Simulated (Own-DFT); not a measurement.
Simulation results for Si2SnGe13 (diamond-structure random alloy, atoms displaced), Si4SnGe11 (diamond-structure random alloy, strained, atoms displaced)

A calculation, not a measurement: plane-wave density functional theory by an unreviewed code, no spin, of a simulated periodic cell, stress positive in tension, run twice, with PBE and with PBEsol, both on files made for PBE, so the change isn't that of files made for PBEsol, forces on such cells moved up to 12 meV/angstrom on a denser k mesh; the far tail of each file's local potential was reset to the Coulomb form; each entry is a single point on an unrelaxed cell, so the pressure reflects the starting lattice, mostly measured values (interpolated for alloys), from which strain is counted, and rises with the displacements; printed positions are rounded, which can move forces by about a meV/angstrom; the program, named Own-DFT, is a retired in-house code; no spin-orbit coupling; stress was not checked against mesh or cutoff. Program: Own-DFT development build.

Settings shared by all entries: functional PBE, then PBEsol; potential files PseudoDojo norm-conserving, scalar-relativistic, standard set; wave cutoff 49 hartree; occupations Fermi-Dirac; smearing width 0.1 eV; k mesh 3 x 3 x 3 centred on Gamma.

(1) 
```cif
# cell vector a (Å): 11.3631 0.0000 0.0000
# cell vector b (Å): 0.0000 11.3631 0.0000
# cell vector c (Å): 0.0000 0.0000 11.3631
data_Si2SnGe13
_symmetry_space_group_name_H-M 'P 1'
_symmetry_Int_Tables_number 1
_cell_length_a 11.3631
_cell_length_b 11.3631
_cell_length_c 11.3631
_cell_angle_alpha 90.000
_cell_angle_beta 90.000
_cell_angle_gamma 90.000
_cell_volume 1467.20
loop_
_atom_site_label
_atom_site_type_symbol
_atom_site_fract_x
_atom_site_fract_y
_atom_site_fract_z
_atom_site_occupancy
Ge1 Ge 0.00406 0.99298 0.01395 1
Ge2 Ge 0.98801 0.26369 0.24626 1
Ge3 Ge 0.24741 0.00103 0.25545 1
Ge4 Ge 0.25197 0.24730 0.00438 1
Ge5 Ge 0.12487 0.13069 0.11624 1
Ge6 Ge 0.12135 0.37861 0.36174 1
Ge7 Ge 0.37117 0.12534 0.36695 1
Ge8 Ge 0.36449 0.37110 0.11427 1
Ge9 Ge 0.99961 0.00400 0.50352 1
Sn1 Sn 0.00073 0.25830 0.75609 1
Ge10 Ge 0.25939 0.00228 0.75720 1
Ge11 Ge 0.25611 0.25893 0.50143 1
Ge12 Ge 0.14249 0.12108 0.63431 1
Ge13 Ge 0.13253 0.37629 0.87475 1
Ge14 Ge 0.36375 0.12936 0.87676 1
Ge15 Ge 0.36752 0.38536 0.61261 1
Ge16 Ge 0.99389 0.49372 0.99490 1
Ge17 Ge 0.00231 0.74437 0.25368 1
Ge18 Ge 0.25697 0.49807 0.24864 1
Ge19 Ge 0.25185 0.74218 0.00939 1
Ge20 Ge 0.11850 0.62095 0.11224 1
Si1 Si 0.11830 0.86065 0.37360 1
Ge21 Ge 0.37137 0.62482 0.36763 1
Si2 Si 0.37242 0.88748 0.12536 1
Ge22 Ge 0.98287 0.50046 0.50669 1
Ge23 Ge 0.99641 0.74772 0.75140 1
Ge24 Ge 0.25713 0.49313 0.75365 1
Si3 Si 0.25270 0.75186 0.49923 1
Ge25 Ge 0.11825 0.62561 0.62124 1
Ge26 Ge 0.12771 0.86175 0.88779 1
Ge27 Ge 0.36325 0.63309 0.87716 1
Ge28 Ge 0.36977 0.86524 0.62758 1
Sn2 Sn 0.49039 0.99495 0.98676 1
Ge29 Ge 0.47803 0.24890 0.24637 1
Ge30 Ge 0.74818 0.00684 0.25227 1
Ge31 Ge 0.73673 0.25225 0.99409 1
Si4 Si 0.62134 0.12631 0.13438 1
Sn3 Sn 0.61215 0.37660 0.38017 1
Ge32 Ge 0.88244 0.12399 0.37499 1
Ge33 Ge 0.87464 0.37872 0.12512 1
Ge34 Ge 0.49392 0.01032 0.50022 1
Ge35 Ge 0.50147 0.24692 0.76609 1
Ge36 Ge 0.74643 0.99744 0.75579 1
Ge37 Ge 0.74377 0.25532 0.50429 1
Ge38 Ge 0.62817 0.12294 0.62764 1
Ge39 Ge 0.61991 0.38287 0.87781 1
Si5 Si 0.87833 0.12698 0.86870 1
Ge40 Ge 0.87356 0.37326 0.61168 1
Si6 Si 0.51689 0.48922 0.00361 1
Ge41 Ge 0.49633 0.75451 0.24821 1
Si7 Si 0.75423 0.49846 0.25755 1
Ge42 Ge 0.74979 0.75873 0.99894 1
Sn4 Sn 0.62376 0.62501 0.12262 1
Ge43 Ge 0.62763 0.88807 0.36445 1
Ge44 Ge 0.87218 0.62115 0.38017 1
Ge45 Ge 0.88097 0.87833 0.12259 1
Si8 Si 0.50049 0.50880 0.48630 1
Ge46 Ge 0.50389 0.77759 0.75103 1
Ge47 Ge 0.75209 0.50889 0.75246 1
Ge48 Ge 0.74950 0.74840 0.50850 1
Ge49 Ge 0.62920 0.62729 0.62692 1
Ge50 Ge 0.62491 0.86959 0.86486 1
Ge51 Ge 0.88278 0.63876 0.86553 1
Ge52 Ge 0.87762 0.87026 0.64399 1
_calc_PBE_pressure 5.29  # GPa
_calc_PBE_stress_xx -5.29  # GPa
_calc_PBE_stress_yy -5.35  # GPa
_calc_PBE_stress_zz -5.22  # GPa
_calc_PBE_stress_yz 0.11  # GPa
_calc_PBE_stress_xz -0.35  # GPa
_calc_PBE_stress_xy -1.44  # GPa
_calc_PBEsol_pressure 2.44  # GPa
_calc_PBEsol_stress_xx -2.44  # GPa
_calc_PBEsol_stress_yy -2.5  # GPa
_calc_PBEsol_stress_zz -2.38  # GPa
_calc_PBEsol_stress_yz 0.09  # GPa
_calc_PBEsol_stress_xz -0.32  # GPa
_calc_PBEsol_stress_xy -1.35  # GPa
_calc_rms_change_of_force_components_from_PBE_to_PBEsol 0.053  # eV/angstrom
```

Force:
```csv
force element,PBE force x (eV/Å),PBE force y (eV/Å),PBE force z (eV/Å),PBEsol force x (eV/Å),PBEsol force y (eV/Å),PBEsol force z (eV/Å)
Ge,0.322,1.305,-2.475,0.338,1.233,-2.361
Ge,1.449,-1.805,0.126,1.41,-1.729,0.12
Ge,-1.212,-0.766,-0.6,-1.153,-0.672,-0.58
Ge,-1.26,0.158,-1.263,-1.222,0.153,-1.221
Ge,-0.617,-0.264,2.008,-0.587,-0.266,1.929
Ge,0.037,0.161,1.739,0.041,0.151,1.666
Ge,-0.464,0.092,1.631,-0.44,0.101,1.568
Ge,1.933,1.443,0.607,1.842,1.347,0.628
Ge,1.003,-1.169,0.581,0.949,-1.105,0.579
Sn,0.126,-0.803,-1.725,0.181,-0.732,-1.713
Ge,-1.146,-1.908,-0.148,-1.107,-1.818,-0.148
Ge,-1.529,-1.306,-1.276,-1.465,-1.264,-1.22
Ge,-0.883,0.502,-1.394,-0.847,0.488,-1.348
Ge,0.644,0.708,1.602,0.621,0.687,1.547
Ge,0.437,1.094,-0.568,0.433,1.049,-0.557
Ge,2.491,0.199,0.89,2.349,0.167,0.877
Ge,0.341,0.76,-0.568,0.356,0.746,-0.53
Ge,-0.603,-0.59,-0.786,-0.622,-0.61,-0.804
Ge,-1.365,0.281,-1.072,-1.33,0.262,-1.035
Ge,0.2,1.335,0.843,0.14,1.257,0.763
Ge,0.122,-0.507,1.535,0.126,-0.482,1.475
Si,0.999,1.675,0.987,0.933,1.673,0.926
Ge,0.432,0.885,0.917,0.424,0.845,0.817
Si,-1.095,-2.049,1.258,-1.076,-2.007,1.233
Ge,2.512,0.599,-1.494,2.408,0.595,-1.442
Ge,2.909,0.878,-0.574,2.789,0.843,-0.548
Ge,-0.813,1.468,-0.638,-0.797,1.414,-0.61
Si,-1.129,-0.851,-0.532,-1.063,-0.867,-0.483
Ge,0.893,-0.313,0.285,0.811,-0.331,0.306
Ge,-0.126,1.05,-0.878,-0.123,1.007,-0.831
Ge,2.602,-0.878,-0.48,2.473,-0.836,-0.466
Ge,-0.042,1.921,-0.973,0.021,1.909,-0.872
Sn,1.763,0.785,1.305,1.715,0.777,1.187
Ge,1.467,-0.094,-1.083,1.377,-0.084,-1.015
Ge,1.162,0.399,-1.116,1.148,0.345,-1.03
Ge,1.249,-0.926,0.899,1.203,-0.832,0.861
Si,-0.357,0.555,-0.798,-0.353,0.55,-0.777
Sn,0.944,-1.246,-2.154,0.943,-1.3,-2.104
Ge,-0.994,0.852,0.175,-0.973,0.823,0.165
Ge,-1.984,0.3,-0.785,-1.872,0.263,-0.782
Ge,0.192,-0.987,-0.096,0.196,-0.945,-0.105
Ge,-0.379,0.589,-1.927,-0.36,0.562,-1.845
Ge,0.991,0.84,-0.268,0.923,0.762,-0.291
Ge,0.794,-1.871,-0.173,0.777,-1.804,-0.15
Ge,-0.524,0.297,0.448,-0.51,0.284,0.433
Ge,1.147,-0.518,-1.397,1.161,-0.576,-1.39
Si,-1.508,-1.508,2.218,-1.486,-1.48,2.171
Ge,-1.318,0.124,1.951,-1.275,0.138,1.87
Si,-3.807,0.451,-0.395,-3.731,0.432,-0.386
Ge,-0.76,1.322,0.232,-0.709,1.253,0.247
Si,0.475,0.143,-0.563,0.476,0.14,-0.546
Ge,1.035,-0.037,-0.847,1.004,-0.032,-0.835
Sn,1.029,0.034,1.085,1.01,0.121,1.067
Ge,-0.932,-1.367,1.956,-0.904,-1.311,1.879
Ge,-0.454,0.729,-0.468,-0.401,0.72,-0.403
Ge,-1.368,-0.654,1.696,-1.311,-0.627,1.625
Si,-1.767,2.073,3.012,-1.745,2.037,2.954
Ge,-1.573,-4.462,-1.501,-1.519,-4.3,-1.452
Ge,0.22,-0.862,-0.293,0.206,-0.809,-0.294
Ge,0.364,1.186,-0.976,0.363,1.12,-0.917
Ge,-1.787,-0.006,-0.027,-1.668,0.029,-0.016
Ge,2.239,1.278,2.06,2.158,1.251,1.969
Ge,-1.883,-1.94,2.284,-1.825,-1.877,2.191
Ge,-0.846,1.217,-2.021,-0.832,1.162,-1.947
```

(2) 
```cif
# cell vector a (Å): 11.0802 0.0000 0.0000
# cell vector b (Å): 0.0000 11.0802 0.0000
# cell vector c (Å): 0.0000 0.0000 11.3064
data_Si4SnGe11
_symmetry_space_group_name_H-M 'P 1'
_symmetry_Int_Tables_number 1
_cell_length_a 11.0802
_cell_length_b 11.0802
_cell_length_c 11.3064
_cell_angle_alpha 90.000
_cell_angle_beta 90.000
_cell_angle_gamma 90.000
_cell_volume 1388.10
loop_
_atom_site_label
_atom_site_type_symbol
_atom_site_fract_x
_atom_site_fract_y
_atom_site_fract_z
_atom_site_occupancy
Ge1 Ge 0.00042 0.99776 0.99042 1
Si1 Si 0.99810 0.25163 0.24882 1
Sn1 Sn 0.24506 0.99853 0.25414 1
Si2 Si 0.25518 0.25454 0.00995 1
Si3 Si 0.12863 0.13125 0.12416 1
Ge2 Ge 0.12299 0.38303 0.37080 1
Ge3 Ge 0.38215 0.13834 0.37860 1
Ge4 Ge 0.37171 0.37608 0.13043 1
Ge5 Ge 0.99800 0.99570 0.50473 1
Si4 Si 0.00276 0.24966 0.75554 1
Ge6 Ge 0.24672 0.98746 0.74887 1
Si5 Si 0.24296 0.25447 0.50214 1
Ge7 Ge 0.12940 0.12596 0.62440 1
Ge8 Ge 0.11818 0.37525 0.87013 1
Ge9 Ge 0.37067 0.12056 0.87756 1
Ge10 Ge 0.37211 0.37627 0.62883 1
Ge11 Ge 0.99668 0.49798 0.99947 1
Ge12 Ge 0.99361 0.74972 0.25502 1
Sn2 Sn 0.25145 0.49259 0.24834 1
Ge13 Ge 0.24836 0.75249 0.99696 1
Si6 Si 0.12481 0.62373 0.12689 1
Si7 Si 0.13109 0.87978 0.36970 1
Ge14 Ge 0.37685 0.62846 0.37105 1
Ge15 Ge 0.37064 0.87858 0.12544 1
Ge16 Ge 0.99537 0.50160 0.49628 1
Ge17 Ge 0.00021 0.74640 0.74696 1
Ge18 Ge 0.25837 0.50199 0.74898 1
Ge19 Ge 0.24916 0.74495 0.50494 1
Sn3 Sn 0.12429 0.62454 0.62309 1
Ge20 Ge 0.12482 0.87172 0.87297 1
Ge21 Ge 0.37245 0.62678 0.88260 1
Si8 Si 0.37243 0.87471 0.62053 1
Ge22 Ge 0.50483 0.00904 0.00033 1
Ge23 Ge 0.49417 0.24964 0.25306 1
Si9 Si 0.75989 0.99899 0.25338 1
Ge24 Ge 0.74911 0.25452 0.00146 1
Ge25 Ge 0.62684 0.13502 0.12076 1
Ge26 Ge 0.62705 0.36717 0.37541 1
Sn4 Sn 0.87762 0.11892 0.37496 1
Si10 Si 0.87067 0.37138 0.12560 1
Ge27 Ge 0.49503 0.99427 0.49941 1
Ge28 Ge 0.50190 0.24003 0.74842 1
Ge29 Ge 0.74994 0.00285 0.74062 1
Ge30 Ge 0.74482 0.25513 0.50068 1
Ge31 Ge 0.61651 0.13058 0.62573 1
Ge32 Ge 0.62288 0.38023 0.86283 1
Si11 Si 0.87655 0.12964 0.87315 1
Si12 Si 0.88138 0.37185 0.62557 1
Ge33 Ge 0.50443 0.49766 0.00151 1
Ge34 Ge 0.49080 0.74280 0.25517 1
Ge35 Ge 0.74557 0.49651 0.25600 1
Ge36 Ge 0.75297 0.75003 0.99641 1
Ge37 Ge 0.62017 0.62585 0.12746 1
Si13 Si 0.62683 0.87647 0.37787 1
Si14 Si 0.87569 0.62366 0.38023 1
Ge38 Ge 0.87590 0.87529 0.12354 1
Ge39 Ge 0.49948 0.50871 0.50074 1
Si15 Si 0.49648 0.74517 0.74923 1
Ge40 Ge 0.74630 0.50255 0.74137 1
Ge41 Ge 0.75365 0.75663 0.50204 1
Ge42 Ge 0.63431 0.61986 0.62244 1
Ge43 Ge 0.62858 0.87497 0.87144 1
Si16 Si 0.87305 0.62072 0.88262 1
Ge44 Ge 0.87537 0.87773 0.62838 1
_calc_PBE_pressure 7.99  # GPa
_calc_PBE_stress_xx -8.45  # GPa
_calc_PBE_stress_yy -8.46  # GPa
_calc_PBE_stress_zz -7.07  # GPa
_calc_PBE_stress_yz 0.6  # GPa
_calc_PBE_stress_xz 1.14  # GPa
_calc_PBE_stress_xy -0.32  # GPa
_calc_PBEsol_pressure 5.11  # GPa
_calc_PBEsol_stress_xx -5.57  # GPa
_calc_PBEsol_stress_yy -5.57  # GPa
_calc_PBEsol_stress_zz -4.18  # GPa
_calc_PBEsol_stress_yz 0.59  # GPa
_calc_PBEsol_stress_xz 1.1  # GPa
_calc_PBEsol_stress_xy -0.32  # GPa
_calc_rms_change_of_force_components_from_PBE_to_PBEsol 0.055  # eV/angstrom
```

Force:
```csv
force element,PBE force x (eV/Å),PBE force y (eV/Å),PBE force z (eV/Å),PBEsol force x (eV/Å),PBEsol force y (eV/Å),PBEsol force z (eV/Å)
Ge,0.112,1.233,0.972,0.117,1.114,0.944
Si,1.004,0.757,-1.305,0.99,0.745,-1.192
Sn,1.506,2.885,-0.871,1.573,2.824,-0.886
Si,-1.069,-0.56,-1.45,-0.994,-0.501,-1.46
Si,-1.446,0.659,-0.926,-1.421,0.565,-0.901
Ge,-1.97,-2.773,1.923,-1.908,-2.629,1.87
Ge,-1.468,-1.052,1.603,-1.378,-1.042,1.512
Ge,2.803,-1.859,-2.617,2.768,-1.778,-2.488
Ge,2.262,-0.889,0.362,2.158,-0.84,0.388
Si,-0.613,-0.521,-1.115,-0.511,-0.501,-1.095
Ge,0.756,1.157,-0.401,0.686,1.152,-0.344
Si,0.612,0.442,-0.404,0.6,0.432,-0.398
Ge,-0.59,-0.107,0.489,-0.582,-0.181,0.483
Ge,1.644,0.105,0.92,1.607,0.177,0.91
Ge,-0.468,0.519,-0.047,-0.4,0.469,-0.074
Ge,0.741,-0.754,-0.965,0.743,-0.685,-0.896
Ge,0.048,0.024,0.876,0.084,-0.016,0.812
Ge,1.122,-0.211,-0.141,1.061,-0.167,-0.178
Sn,-0.549,2.925,0.369,-0.487,2.801,0.409
Ge,-0.47,-0.316,1.208,-0.424,-0.278,1.13
Si,-1.187,1.177,-1.061,-1.165,1.162,-1.045
Si,-2.945,-3.137,3.395,-2.9,-3.091,3.343
Ge,-0.777,-0.472,2.258,-0.738,-0.455,2.19
Ge,1.822,-1.04,-1.219,1.762,-1.019,-1.182
Ge,-0.822,-1.33,-0.22,-0.718,-1.295,-0.214
Ge,-1.948,0.823,2.23,-1.858,0.841,2.134
Ge,-0.387,-0.637,1.651,-0.378,-0.622,1.6
Ge,1.49,2.563,-2.609,1.441,2.425,-2.543
Sn,-0.209,-1.426,0.517,-0.192,-1.376,0.498
Ge,-0.595,-0.448,-0.126,-0.567,-0.427,-0.13
Ge,0.869,-0.22,-0.657,0.804,-0.241,-0.611
Si,0.433,-0.978,0.795,0.383,-0.921,0.742
Ge,-0.108,-1.262,0.001,-0.112,-1.21,-0.005
Ge,1.481,0.649,-1.172,1.434,0.632,-1.127
Si,-3.05,-1.473,-2.067,-2.948,-1.42,-2.068
Ge,0.538,0.42,-1.386,0.444,0.391,-1.337
Ge,0.156,-1.182,1.616,0.117,-1.111,1.524
Ge,-1.382,1.356,0.027,-1.335,1.314,0.021
Sn,0.177,1.809,0.721,0.187,1.766,0.806
Si,0.615,0.584,0.59,0.552,0.611,0.533
Ge,0.558,0.631,-0.043,0.543,0.7,-0.045
Ge,-1.686,1.432,1.186,-1.623,1.39,1.139
Ge,-0.084,0.868,1.248,-0.106,0.802,1.18
Ge,0.735,-0.324,1.447,0.659,-0.339,1.364
Ge,1.202,-1.497,-1.484,1.166,-1.448,-1.429
Ge,0.056,-0.797,0.833,0.053,-0.772,0.807
Si,-0.482,-0.319,-0.164,-0.523,-0.362,-0.115
Si,-0.437,-0.025,0.218,-0.469,0.017,0.167
Ge,-0.563,-0.108,-0.133,-0.553,-0.09,-0.124
Ge,1.862,2.433,-1.225,1.765,2.31,-1.21
Ge,0.912,0.513,-0.61,0.816,0.486,-0.586
Ge,-0.447,-0.213,0.508,-0.465,-0.157,0.53
Ge,0.799,0.124,0.054,0.759,0.106,0.054
Si,-0.06,-0.127,-0.987,-0.096,-0.158,-0.924
Si,-1.016,0.374,-0.598,-0.995,0.372,-0.583
Ge,-0.097,0.162,0.03,-0.059,0.115,-0.007
Ge,0.137,-1.327,-0.312,0.141,-1.285,-0.301
Si,0.368,0.461,-0.359,0.393,0.409,-0.313
Ge,2.407,-0.839,1.271,2.252,-0.807,1.223
Ge,-0.17,-0.556,-0.592,-0.152,-0.549,-0.494
Ge,-1.656,2.056,-0.394,-1.577,1.954,-0.402
Ge,-0.741,0.031,-0.317,-0.681,0.062,-0.275
Si,-0.026,0.179,-1.424,-0.024,0.175,-1.395
Ge,0.293,-0.572,0.081,0.281,-0.546,0.064
```

(3) 
```cif
# cell vector a (Å): 11.0802 0.0000 0.0000
# cell vector b (Å): 0.0000 11.0802 0.0000
# cell vector c (Å): 0.0000 0.0000 11.3064
data_Si4SnGe11
_symmetry_space_group_name_H-M 'P 1'
_symmetry_Int_Tables_number 1
_cell_length_a 11.0802
_cell_length_b 11.0802
_cell_length_c 11.3064
_cell_angle_alpha 90.000
_cell_angle_beta 90.000
_cell_angle_gamma 90.000
_cell_volume 1388.10
loop_
_atom_site_label
_atom_site_type_symbol
_atom_site_fract_x
_atom_site_fract_y
_atom_site_fract_z
_atom_site_occupancy
Ge1 Ge 0.99409 0.99634 0.00867 1
Ge2 Ge 0.00091 0.25006 0.24703 1
Ge3 Ge 0.25254 0.00323 0.24546 1
Sn1 Sn 0.24594 0.24453 0.99981 1
Ge4 Ge 0.12380 0.11685 0.12332 1
Ge5 Ge 0.12385 0.36801 0.36882 1
Ge6 Ge 0.37465 0.12158 0.38407 1
Si1 Si 0.37627 0.37276 0.12343 1
Ge7 Ge 0.00890 0.00793 0.50238 1
Si2 Si 0.99997 0.25081 0.75494 1
Ge8 Ge 0.24656 0.00691 0.74730 1
Ge9 Ge 0.25661 0.24593 0.50152 1
Ge10 Ge 0.12944 0.12282 0.61885 1
Ge11 Ge 0.13484 0.38118 0.87510 1
Si3 Si 0.37165 0.11811 0.86665 1
Ge12 Ge 0.37688 0.37246 0.62377 1
Ge13 Ge 0.99691 0.49608 0.00469 1
Si4 Si 0.00180 0.75600 0.24639 1
Si5 Si 0.25655 0.49937 0.25304 1
Ge14 Ge 0.24681 0.75092 0.99988 1
Si6 Si 0.11892 0.61885 0.12464 1
Si7 Si 0.13280 0.87961 0.38032 1
Si8 Si 0.38404 0.63099 0.37593 1
Ge15 Ge 0.37793 0.87530 0.11907 1
Sn2 Sn 0.99670 0.49711 0.49078 1
Ge16 Ge 0.99549 0.75056 0.74831 1
Sn3 Sn 0.25938 0.51085 0.75157 1
Ge17 Ge 0.25087 0.74929 0.50477 1
Ge18 Ge 0.12254 0.63021 0.62044 1
Ge19 Ge 0.11756 0.87938 0.86833 1
Si9 Si 0.36963 0.62589 0.88571 1
Ge20 Ge 0.38341 0.87151 0.61559 1
Ge21 Ge 0.49727 0.00108 0.99920 1
Ge22 Ge 0.50043 0.25050 0.24682 1
Si10 Si 0.75648 0.00536 0.25241 1
Ge23 Ge 0.75608 0.24925 0.00182 1
Ge24 Ge 0.63477 0.13296 0.11960 1
Sn4 Sn 0.62541 0.37631 0.37581 1
Ge25 Ge 0.86877 0.12212 0.37297 1
Ge26 Ge 0.86925 0.37256 0.12504 1
Ge27 Ge 0.49761 0.99912 0.50227 1
Ge28 Ge 0.50103 0.25034 0.74834 1
Ge29 Ge 0.75425 0.00597 0.74925 1
Ge30 Ge 0.74211 0.25177 0.50218 1
Ge31 Ge 0.62833 0.11715 0.62332 1
Ge32 Ge 0.62570 0.37461 0.87649 1
Ge33 Ge 0.87467 0.11688 0.87825 1
Ge34 Ge 0.87501 0.37944 0.62098 1
Si11 Si 0.50237 0.49333 0.00417 1
Ge35 Ge 0.49579 0.74466 0.24961 1
Si12 Si 0.74700 0.49408 0.25490 1
Ge36 Ge 0.75117 0.74784 0.99768 1
Ge37 Ge 0.62588 0.62160 0.12051 1
Si13 Si 0.62984 0.87353 0.37396 1
Ge38 Ge 0.87887 0.62745 0.37244 1
Si14 Si 0.87294 0.88112 0.12219 1
Ge39 Ge 0.50207 0.49021 0.50466 1
Si15 Si 0.49879 0.74656 0.74669 1
Ge40 Ge 0.74854 0.50166 0.75021 1
Si16 Si 0.75009 0.75141 0.50344 1
Ge41 Ge 0.62281 0.62675 0.62343 1
Ge42 Ge 0.62337 0.87850 0.87364 1
Ge43 Ge 0.87092 0.62485 0.87885 1
Ge44 Ge 0.86932 0.87555 0.61702 1
_calc_PBE_pressure 7.84  # GPa
_calc_PBE_stress_xx -8.2  # GPa
_calc_PBE_stress_yy -8.33  # GPa
_calc_PBE_stress_zz -7  # GPa
_calc_PBE_stress_yz 0.21  # GPa
_calc_PBE_stress_xz -0.13  # GPa
_calc_PBE_stress_xy -1.08  # GPa
_calc_PBEsol_pressure 4.96  # GPa
_calc_PBEsol_stress_xx -5.31  # GPa
_calc_PBEsol_stress_yy -5.45  # GPa
_calc_PBEsol_stress_zz -4.12  # GPa
_calc_PBEsol_stress_yz 0.2  # GPa
_calc_PBEsol_stress_xz -0.12  # GPa
_calc_PBEsol_stress_xy -1.04  # GPa
_calc_rms_change_of_force_components_from_PBE_to_PBEsol 0.051  # eV/angstrom
```

Force:
```csv
force element,PBE force x (eV/Å),PBE force y (eV/Å),PBE force z (eV/Å),PBEsol force x (eV/Å),PBEsol force y (eV/Å),PBEsol force z (eV/Å)
Ge,0.632,-0.139,-1.168,0.659,-0.08,-1.187
Ge,-0.656,-0.961,-0.273,-0.636,-0.932,-0.254
Ge,0.157,-0.924,1.049,0.175,-0.865,0.987
Sn,1.399,-0.09,-0.232,1.277,-0.087,-0.225
Ge,-1.287,-0.129,1.327,-1.25,-0.124,1.285
Ge,2.225,-0.294,-0.472,2.115,-0.32,-0.436
Ge,0.477,0.229,-1.854,0.46,0.229,-1.787
Si,0.416,1.099,1.034,0.403,0.99,1.025
Ge,-1.427,-1.497,-1.39,-1.403,-1.413,-1.309
Si,0.289,0.096,-0.463,0.286,0.096,-0.449
Ge,0.722,-1.592,-0.366,0.643,-1.57,-0.401
Ge,-0.968,0.9,-0.335,-0.935,0.85,-0.323
Ge,-0.5,1.841,1.62,-0.45,1.744,1.537
Ge,-3.056,-0.307,-0.459,-2.949,-0.28,-0.414
Si,1.31,0.364,0.091,1.282,0.352,0.081
Ge,0.205,-0.643,-0.055,0.22,-0.627,-0.064
Ge,0.2,0.207,-0.593,0.156,0.168,-0.614
Si,0.308,0.253,0.154,0.272,0.221,0.194
Si,-0.094,0.398,-0.449,-0.127,0.356,-0.398
Ge,-0.928,-0.085,0.135,-0.899,-0.013,0.136
Si,0.855,0.66,0.954,0.832,0.632,0.859
Si,-0.546,-0.449,-1.001,-0.502,-0.407,-0.943
Si,-1.428,-1.614,0.846,-1.361,-1.547,0.867
Ge,-0.449,-0.301,0.818,-0.44,-0.284,0.786
Sn,1.479,0.178,0.584,1.425,0.175,0.57
Ge,-0.456,-0.004,-0.213,-0.435,0.004,-0.204
Sn,-0.724,-0.303,-1.314,-0.767,-0.362,-1.331
Ge,0.339,0.205,-1.558,0.337,0.209,-1.433
Ge,-0.293,0.477,0.513,-0.271,0.476,0.499
Ge,0.453,-0.127,0.667,0.437,-0.123,0.644
Si,3.092,1.266,0.992,2.969,1.257,0.979
Ge,-1.04,-0.209,2.084,-1.04,-0.17,1.967
Ge,0.584,0.772,-0.49,0.598,0.701,-0.446
Ge,-1.111,-1.107,-0.608,-1.035,-1.1,-0.556
Si,-1.303,-1.456,-1.007,-1.275,-1.336,-0.981
Ge,-0.131,0.332,-1.501,-0.138,0.313,-1.436
Ge,-1.183,-1.496,1.182,-1.169,-1.402,1.115
Sn,-0.584,-0.602,-0.786,-0.625,-0.653,-0.695
Ge,1.212,1.099,0.954,1.225,1.123,0.969
Ge,0.466,0.678,0.948,0.489,0.612,0.869
Ge,1.633,-0.457,-1.102,1.536,-0.417,-1.026
Ge,0.098,-0.975,0.324,0.121,-0.912,0.278
Ge,-0.389,-1.327,-0.038,-0.385,-1.288,-0.031
Ge,2.001,-1.661,1.169,1.943,-1.616,1.134
Ge,-0.654,0.998,0.32,-0.632,0.981,0.306
Ge,-0.094,-0.036,0.093,-0.048,-0.064,0.045
Ge,0.938,1.38,-0.186,0.875,1.308,-0.147
Ge,-1.021,-2.086,2.224,-1.033,-1.994,2.125
Si,-0.796,0.53,-0.446,-0.693,0.526,-0.448
Ge,1.309,1.052,-0.336,1.28,1.037,-0.402
Si,1.826,2.455,-2.033,1.8,2.414,-1.996
Ge,-0.394,1.21,0.63,-0.411,1.135,0.571
Ge,0.078,-0.513,0.802,0.082,-0.439,0.775
Si,-0.129,0.18,-0.19,-0.203,0.179,-0.191
Ge,-2.106,1.927,-1.88,-2.013,1.823,-1.788
Si,-0.64,-1.339,1.437,-0.625,-1.314,1.318
Ge,-1.437,2.75,0.409,-1.368,2.64,0.436
Si,-0.292,0.157,1.156,-0.256,0.183,1.094
Ge,-0.029,-0.012,-0.111,-0.028,-0.011,-0.107
Si,-0.545,-0.393,-1.335,-0.494,-0.433,-1.258
Ge,0.131,0.041,0.193,0.132,-0.043,0.192
Ge,-0.035,-0.64,-0.599,0,-0.59,-0.552
Ge,0.947,-0.463,-0.527,0.905,-0.45,-0.514
Ge,0.947,0.499,0.663,0.963,0.529,0.703
```
